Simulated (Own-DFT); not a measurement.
Simulation results for Hf36O71 (tetragonal hafnia with one neutral oxygen vacancy, atoms displaced)

A calculation, not a measurement: plane-wave PBE and HSE06 DFT by an unreviewed code, no spin, of a simulated cell at Gamma alone, so results move with cell size and shape, stress positive in tension, energies less offsets, not probed for a lower state with spin; hafnium file: forces about 75 meV/angstrom off all-electron values; oxygen file: force components 24 meV/angstrom off all-electron in a glass; k mesh not checked against a denser one; forces and stress are PBE's, HSE06 gives the energy alone, and its difference from PBE has offsets of its own; offsets are fitted by least squares, one for each functional and potential file, so energies compare only between cells with the same atoms and settings and are not formation energies; the far tail of each file's local potential was reset to the Coulomb form; each entry is a single point on an unrelaxed cell, so the pressure reflects the starting lattice, taken from the Materials Project, from which strain is counted, and rises with the displacements; printed positions are rounded, which can move forces by about a meV/angstrom; the program is a retired in-house code; no spin-orbit coupling. Program: Own-DFT development build.

Common to all runs: first functional PBE; second functional HSE06; exact exchange share 0.25; screening 0.11 1/bohr; exchange divergence Gygi-Baldereschi; potential files PseudoDojo norm-conserving, scalar-relativistic, made for PBE, standard set; wave cutoff 48 hartree; occupations fixed; k mesh 1 x 1 x 1 centred on Gamma.

(1) Hf36O71 (tetragonal hafnia with one neutral oxygen vacancy, atoms displaced)

```
CELL_PARAMETERS angstrom
10.78000 0.00000 0.00000
0.00000 10.78000 0.00000
0.00000 0.00000 10.44930
ATOMIC_POSITIONS crystal
Hf 0.99746 0.00375 0.99163
Hf 0.16640 0.16034 0.25020
O 0.00168 0.15559 0.14781
O 0.17029 0.99928 0.34340
O 0.00094 0.16153 0.40069
O 0.16598 0.00512 0.10161
Hf 0.00092 0.99932 0.49601
Hf 0.16273 0.16969 0.74765
O 0.98904 0.17016 0.64532
O 0.16636 0.99620 0.84584
O 0.00094 0.16802 0.90276
O 0.16666 0.99158 0.59583
Hf 0.98761 0.33355 0.00932
Hf 0.16207 0.50471 0.25187
O 0.00133 0.49014 0.14924
O 0.17265 0.32597 0.35136
O 0.99341 0.49974 0.40914
O 0.17069 0.32963 0.09940
Hf 0.98959 0.33526 0.50657
Hf 0.16471 0.49998 0.75216
O 0.00112 0.50017 0.64658
O 0.16264 0.33451 0.84649
O 0.99520 0.49552 0.89996
O 0.16204 0.33663 0.59529
Hf 0.00545 0.66891 0.00520
Hf 0.16825 0.83571 0.24534
O 0.99443 0.83462 0.15608
O 0.16135 0.66739 0.34660
O 0.00572 0.82556 0.40697
O 0.16842 0.65738 0.09534
Hf 0.99357 0.66532 0.50132
Hf 0.16888 0.83706 0.76449
O 0.00329 0.83484 0.64936
O 0.16316 0.66724 0.84440
O 0.99967 0.83619 0.90097
O 0.17453 0.66649 0.60358
Hf 0.33739 0.00480 0.00227
Hf 0.49933 0.16431 0.24983
O 0.33197 0.16400 0.15057
O 0.50305 0.99920 0.34824
O 0.33053 0.16322 0.40031
O 0.49925 0.99645 0.10744
Hf 0.32833 0.99344 0.50459
Hf 0.50446 0.16596 0.74575
O 0.33547 0.16757 0.64458
O 0.49728 0.99783 0.84993
O 0.33435 0.17172 0.89200
O 0.50256 0.00291 0.59688
Hf 0.33770 0.33191 0.99924
Hf 0.49798 0.49812 0.25076
O 0.32851 0.50327 0.15095
O 0.50654 0.33136 0.34566
O 0.33236 0.49941 0.40101
O 0.50616 0.33477 0.09769
Hf 0.33283 0.33683 0.49314
Hf 0.50259 0.50749 0.75262
O 0.33776 0.49253 0.64842
O 0.50420 0.32788 0.84065
O 0.33870 0.50504 0.90059
O 0.49730 0.33278 0.59601
Hf 0.33070 0.66723 0.00412
Hf 0.50363 0.83494 0.24202
O 0.33139 0.83579 0.15724
O 0.49533 0.66678 0.35252
O 0.34276 0.82429 0.40889
O 0.50319 0.66211 0.09532
Hf 0.33045 0.66763 0.50182
Hf 0.49827 0.83776 0.75195
O 0.33569 0.82919 0.66090
O 0.50051 0.66476 0.84441
O 0.33375 0.84054 0.90045
O 0.49624 0.66770 0.59702
Hf 0.67418 0.00624 0.00548
Hf 0.83585 0.16925 0.26504
O 0.66945 0.17495 0.15168
O 0.83638 0.00362 0.35333
O 0.67408 0.16618 0.40489
O 0.82976 0.00112 0.09753
Hf 0.66911 0.99678 0.50356
Hf 0.83213 0.16729 0.75991
O 0.66324 0.17159 0.65724
O 0.84118 0.01232 0.83744
O 0.67249 0.16604 0.90717
O 0.82822 0.99214 0.59323
Hf 0.66268 0.33454 0.00534
Hf 0.84152 0.49738 0.25469
O 0.67017 0.49385 0.15369
O 0.83929 0.33152 0.34918
O 0.67052 0.50590 0.40166
O 0.83784 0.33174 0.09773
Hf 0.66118 0.32858 0.49498
Hf 0.82675 0.49730 0.74861
O 0.66814 0.50755 0.64593
O 0.83197 0.33555 0.84297
O 0.66482 0.49865 0.90972
O 0.83056 0.33572 0.60878
Hf 0.66925 0.66537 0.99878
Hf 0.82295 0.82728 0.25167
O 0.83596 0.66210 0.34775
O 0.67447 0.83216 0.39952
O 0.83839 0.67021 0.09402
Hf 0.67291 0.66648 0.50072
Hf 0.83225 0.83105 0.74337
O 0.67057 0.83371 0.65254
O 0.83696 0.66944 0.84779
O 0.66160 0.83034 0.89978
O 0.83553 0.66656 0.59590
```

- PBE energy of cell above offsets: -97.463 eV
- HSE06 less PBE above offsets: 0.025 eV
- PBE pressure: 1.93 GPa
- PBE stress xx: -1.16 GPa
- PBE stress yy: -2.55 GPa
- PBE stress zz: -2.09 GPa
- PBE stress yz: 0.09 GPa
- PBE stress xz: 0.46 GPa
- PBE stress xy: 0.06 GPa

Force:
```
element  x (eV/Å)  y (eV/Å)  z (eV/Å)
     Hf     0.583     0.024     1.661
     Hf     -0.07     1.719    -0.375
      O     -1.13     0.751     0.783
      O    -0.037    -1.387      1.03
      O    -0.085     1.107    -0.207
      O     0.396    -0.955    -1.288
     Hf    -0.607    -1.272     0.749
     Hf     0.766     0.902    -0.598
      O     1.324    -0.657     0.694
      O    -0.268     2.771     1.085
      O    -0.005     0.403    -0.595
      O    -0.359     0.734      0.29
     Hf     4.232     0.057    -2.237
     Hf     1.513    -1.971     0.516
      O     -0.22     0.815      0.61
      O    -0.618     1.423    -0.867
      O     0.183    -0.339    -1.604
      O     -0.36     0.057    -0.579
     Hf     1.567    -0.686     0.519
     Hf      0.37     -0.34    -1.343
      O    -0.759     0.098     0.887
      O     0.622    -0.416     -0.24
      O     0.235     0.948     0.818
      O     0.159    -0.533     0.204
     Hf    -1.291    -0.198    -2.199
     Hf    -1.734     0.048     1.232
      O     0.969    -0.334    -0.138
      O     0.299    -0.139    -0.483
      O    -0.368     1.621    -0.532
      O     -0.48     0.684     0.807
     Hf     2.772     0.522     0.864
     Hf    -0.451    -1.691    -3.149
      O    -0.678    -0.206     0.909
      O     0.111    -0.159       1.7
      O     0.118    -0.474     0.543
      O    -1.635    -0.347    -0.545
     Hf    -0.624     0.605    -0.537
     Hf    -0.368    -0.687     0.369
      O     1.425      0.12    -0.466
      O     0.306    -0.203    -0.372
      O     0.738    -0.349    -0.115
      O     1.014    -0.021    -0.966
     Hf     1.171     0.913    -0.534
     Hf    -2.253    -0.096    -0.043
      O    -0.949    -0.454     0.839
      O     0.189     1.203     0.361
      O    -0.328    -0.871     1.264
      O    -0.289    -0.585     0.289
     Hf    -1.527     0.401    -0.361
     Hf     0.246     1.518     0.233
      O     0.902    -0.061     0.284
      O    -0.056     0.038     0.138
      O      0.08      0.33    -0.791
      O    -2.285     0.003     0.356
     Hf     -1.17    -0.997     1.392
     Hf    -1.082    -1.384    -1.587
      O    -0.472      0.11     0.947
      O      0.25      1.25       1.1
      O    -0.201    -0.657     0.528
      O     1.331    -0.206      -0.9
     Hf      1.34    -0.439    -1.151
     Hf     0.129    -0.592     1.808
      O     0.639      -0.5    -0.982
      O      0.87    -0.263    -1.723
      O    -0.865     2.327    -0.741
      O    -0.389      0.72      0.27
     Hf     0.749    -1.278     0.706
     Hf     0.538    -0.891    -0.296
      O    -0.501     0.842    -0.507
      O     0.083     1.436       0.8
      O    -0.157    -1.203     1.318
      O     1.257    -0.035     0.155
     Hf    -1.698     -0.94    -0.648
     Hf     0.483    -1.656    -2.131
      O    -0.282    -0.631     0.699
      O    -0.112    -1.374    -0.813
      O    -0.123    -0.236    -0.245
      O     0.554    -0.763     0.018
     Hf     -0.73    -0.069    -0.655
     Hf     -0.29     2.826    -2.674
      O     1.693    -0.301    -0.838
      O    -0.234    -4.386     2.166
      O    -0.164     0.107     -0.12
      O     1.267     0.267     0.481
     Hf     1.284    -0.251    -0.622
     Hf    -1.532     0.177    -0.501
      O     0.314     0.171     0.482
      O    -0.173     0.895     0.809
      O     0.007    -1.495     -0.08
      O     -2.65    -0.023     1.474
     Hf    -0.348     1.379     1.669
     Hf     1.622     0.434     0.137
      O    -0.502    -0.026     0.829
      O    -0.074    -0.147     1.627
      O     0.147     0.169    -1.128
      O    -0.929     0.377    -1.538
     Hf     0.283     0.468    -0.151
     Hf      0.75     0.836    -0.245
      O     0.011     0.696    -0.139
      O    -0.005     0.047    -0.496
      O    -0.885     0.005     0.895
     Hf    -2.351     -0.37     0.132
     Hf     1.436       0.3     0.507
      O    -1.187    -0.215    -0.427
      O    -0.509     -0.45    -0.447
      O     0.743     1.128     1.202
      O    -0.629     0.435     0.768
```

(2) Hf36O71 (tetragonal hafnia with one neutral oxygen vacancy, atoms displaced)

```
CELL_PARAMETERS angstrom
10.78000 0.00000 0.00000
0.00000 10.78000 0.00000
0.00000 0.00000 10.44930
ATOMIC_POSITIONS crystal
Hf 0.99211 0.00330 0.00556
Hf 0.16684 0.15933 0.24764
O 0.00306 0.17225 0.15652
O 0.17718 0.00664 0.33325
O 0.00100 0.16431 0.40266
O 0.16933 0.00276 0.10365
Hf 0.01071 0.99005 0.50501
Hf 0.16136 0.16825 0.75381
O 0.00298 0.16198 0.64783
O 0.16243 0.99493 0.84486
O 0.98233 0.16697 0.88672
O 0.16840 0.98386 0.58072
Hf 0.00298 0.32722 0.99617
Hf 0.16550 0.51657 0.24621
O 0.00622 0.49788 0.13788
O 0.15765 0.34551 0.34787
O 0.00210 0.49416 0.40488
O 0.15897 0.33594 0.09958
Hf 0.99560 0.33910 0.50351
Hf 0.16786 0.50380 0.75712
O 0.99177 0.51183 0.65110
O 0.16487 0.33444 0.85486
O 0.00313 0.49670 0.90075
O 0.16418 0.33213 0.59755
Hf 0.01370 0.67558 0.98805
Hf 0.15917 0.84048 0.24256
O 0.99180 0.83203 0.14222
O 0.17514 0.64865 0.34054
O 0.00889 0.82022 0.40030
O 0.16572 0.66670 0.10047
Hf 0.99658 0.66939 0.51135
Hf 0.17444 0.84244 0.75668
O 0.17400 0.67033 0.84100
O 0.99257 0.82058 0.90512
O 0.16031 0.67888 0.61054
Hf 0.31481 0.00010 0.99865
Hf 0.49771 0.16359 0.25237
O 0.33472 0.16413 0.14575
O 0.50077 0.99246 0.33887
O 0.33458 0.17595 0.40632
O 0.50698 0.99339 0.10771
Hf 0.33500 0.00708 0.50334
Hf 0.50172 0.17984 0.75651
O 0.33207 0.16534 0.66015
O 0.50167 0.00888 0.83916
O 0.34588 0.17272 0.90538
O 0.51288 0.99787 0.60469
Hf 0.33621 0.34146 0.99627
Hf 0.48284 0.50281 0.25378
O 0.33268 0.50241 0.14873
O 0.50130 0.32304 0.35406
O 0.32557 0.50689 0.39961
O 0.48652 0.32241 0.10119
Hf 0.33222 0.34107 0.50559
Hf 0.48994 0.50939 0.75191
O 0.33184 0.50186 0.64418
O 0.50118 0.33933 0.86152
O 0.33746 0.49257 0.90760
O 0.51372 0.33369 0.58664
Hf 0.33635 0.66600 0.00148
Hf 0.49912 0.84625 0.25004
O 0.32421 0.84473 0.15529
O 0.49014 0.66821 0.34959
O 0.33909 0.82540 0.40620
O 0.50045 0.66036 0.09893
Hf 0.34605 0.68411 0.49612
Hf 0.51299 0.83763 0.75315
O 0.33783 0.82895 0.64599
O 0.49953 0.66543 0.84180
O 0.33358 0.83942 0.90362
O 0.49032 0.66673 0.59526
Hf 0.68381 0.99524 0.99371
Hf 0.83842 0.16965 0.24125
O 0.65795 0.17365 0.13788
O 0.85439 0.00544 0.34590
O 0.66603 0.15681 0.40558
O 0.82653 0.00417 0.11293
Hf 0.66199 0.00292 0.48288
Hf 0.83136 0.16863 0.75305
O 0.66629 0.16668 0.64779
O 0.82717 0.99977 0.83875
O 0.65287 0.16669 0.88483
O 0.83037 0.00966 0.60663
Hf 0.68006 0.32024 0.00084
Hf 0.82996 0.50415 0.24739
O 0.67320 0.49114 0.15775
O 0.83954 0.33470 0.34261
O 0.66380 0.49975 0.40551
O 0.83821 0.33047 0.10506
Hf 0.67308 0.33178 0.49708
Hf 0.83131 0.49428 0.74303
O 0.66677 0.49318 0.65529
O 0.82464 0.34131 0.85668
O 0.68647 0.50166 0.91059
O 0.83707 0.32971 0.58884
Hf 0.66040 0.66779 0.00383
Hf 0.83901 0.84315 0.25724
O 0.67102 0.82015 0.15566
O 0.82633 0.66203 0.34676
O 0.65983 0.83868 0.40980
O 0.82874 0.65453 0.08148
Hf 0.66135 0.66578 0.49342
Hf 0.84305 0.84360 0.74136
O 0.66340 0.83572 0.65491
O 0.82071 0.67512 0.84577
O 0.66495 0.83486 0.89405
O 0.83001 0.66722 0.60025
```

* PBE energy of cell above offsets: -85.994 eV
* HSE06 less PBE above offsets: 0.766 eV
* PBE pressure: 5.1 GPa
* PBE stress xx: -2.65 GPa
* PBE stress yy: -7.36 GPa
* PBE stress zz: -5.29 GPa
* PBE stress yz: -0.29 GPa
* PBE stress xz: -0.99 GPa
* PBE stress xy: 0.2 GPa

Force:
```
element  x (eV/Å)  y (eV/Å)  z (eV/Å)
     Hf     0.342    -0.417    -0.476
     Hf     1.047     6.539     0.521
      O    -0.411    -1.868    -2.394
      O    -0.049    -3.588     2.461
      O     0.522    -0.204     0.317
      O    -4.232    -0.281    -0.893
     Hf    -4.533      2.41    -1.167
     Hf     0.664     2.196    -1.244
      O     0.538    -0.278     0.972
      O    -0.444     3.319     2.196
      O      1.36    -1.463     2.281
      O     1.756    -0.033     2.207
     Hf     0.485     3.494     1.751
     Hf    -1.705    -8.468    -2.662
      O    -1.452     0.698     1.408
      O     1.117     -2.02    -0.311
      O    -0.888     2.795      0.23
      O     1.413    -1.235     -1.32
     Hf     2.917    -1.117    -2.942
     Hf    -1.496    -0.577    -1.872
      O     2.127    -0.939     0.237
      O    -0.124    -1.141    -1.199
      O      0.65      0.74    -1.027
      O     0.149     0.061     1.427
     Hf    -3.317    -7.425     3.048
     Hf     0.729    -2.246      1.12
      O     0.906     1.115     0.392
      O    -0.519     9.145     3.811
      O     0.119     1.973    -0.616
      O     1.321     1.427    -1.011
     Hf     0.595    -3.019    -0.127
     Hf     0.921    -4.227    -3.997
      O     0.154     0.098     2.062
      O     0.135     7.075    -2.784
      O    -0.274     0.113    -1.208
     Hf      5.65     1.909    -0.219
     Hf    -0.608     2.065    -2.215
      O    -0.994    -1.254     1.354
      O    -0.523     3.544     3.597
      O    -0.192    -2.001     0.086
      O    -0.028     -0.51    -1.716
     Hf     2.304    -0.193     0.307
     Hf     0.541    -1.003    -0.907
      O    -1.067     -0.56    -0.704
      O    -0.368    -1.429     0.769
      O     -1.71    -1.354    -0.244
      O    -2.288     0.282    -2.343
     Hf    -0.466    -3.959      3.17
     Hf     2.227    -1.759     0.524
      O    -0.496     0.586    -0.898
      O      0.11      1.59    -1.044
      O     2.079    -1.391     0.296
      O      1.71     1.029     0.514
     Hf    -0.012     0.854    -1.586
     Hf     2.029    -2.367    -1.114
      O    -0.365    -0.639     1.736
      O    -0.014     1.201    -1.677
      O    -0.623     4.585    -2.588
      O    -3.023     -0.04     1.868
     Hf     0.115    -0.012     0.355
     Hf     0.161    -3.777    -2.762
      O     0.719    -0.682    -0.311
      O     1.182      0.29    -0.413
      O    -0.806     6.467     -3.11
      O    -1.865     0.219     0.204
     Hf     -3.78    -5.359     1.687
     Hf    -1.069     1.854    -0.551
      O    -0.335     1.282     1.542
      O    -0.591      0.79      1.54
      O    -0.428    -1.087     0.194
      O     3.993    -0.594     1.418
     Hf     -5.33     0.326    -0.811
     Hf    -0.898     2.166     2.198
      O     1.815    -0.631     1.094
      O    -0.905    -1.339     0.333
      O     0.323     2.948    -3.154
      O     1.917    -0.098    -1.575
     Hf     0.697     -0.85     6.005
     Hf    -1.339     0.461    -2.961
      O     0.592     0.897      0.46
      O     0.585     0.436     3.333
      O     2.702    -0.633     2.069
      O     0.961    -1.422    -1.639
     Hf    -2.339     2.999     0.132
     Hf     1.872    -0.416    -1.329
      O    -2.743     -0.07      0.02
      O    -0.913    -0.902     0.406
      O    -0.058     0.219     0.041
      O     0.396    -1.286    -1.013
     Hf    -0.894    -0.102    -0.472
     Hf    -1.505     2.743       2.7
      O    -0.859     0.578    -0.187
      O     0.743    -2.449    -1.028
      O    -1.689     -0.18     0.257
      O    -0.978     0.115     2.504
     Hf     3.456    -1.356    -1.464
     Hf    -1.601    -2.781    -0.278
      O     0.476     0.999     0.465
      O     0.043     2.419     0.329
      O     0.661    -1.765    -2.084
      O     1.689     0.601     1.108
     Hf     0.614    -0.452     1.088
     Hf    -1.789    -3.144    -0.626
      O     2.106    -0.863    -0.701
      O     1.194     0.005    -1.941
      O    -0.545     0.601     1.664
      O    -0.153     0.989    -0.892
```
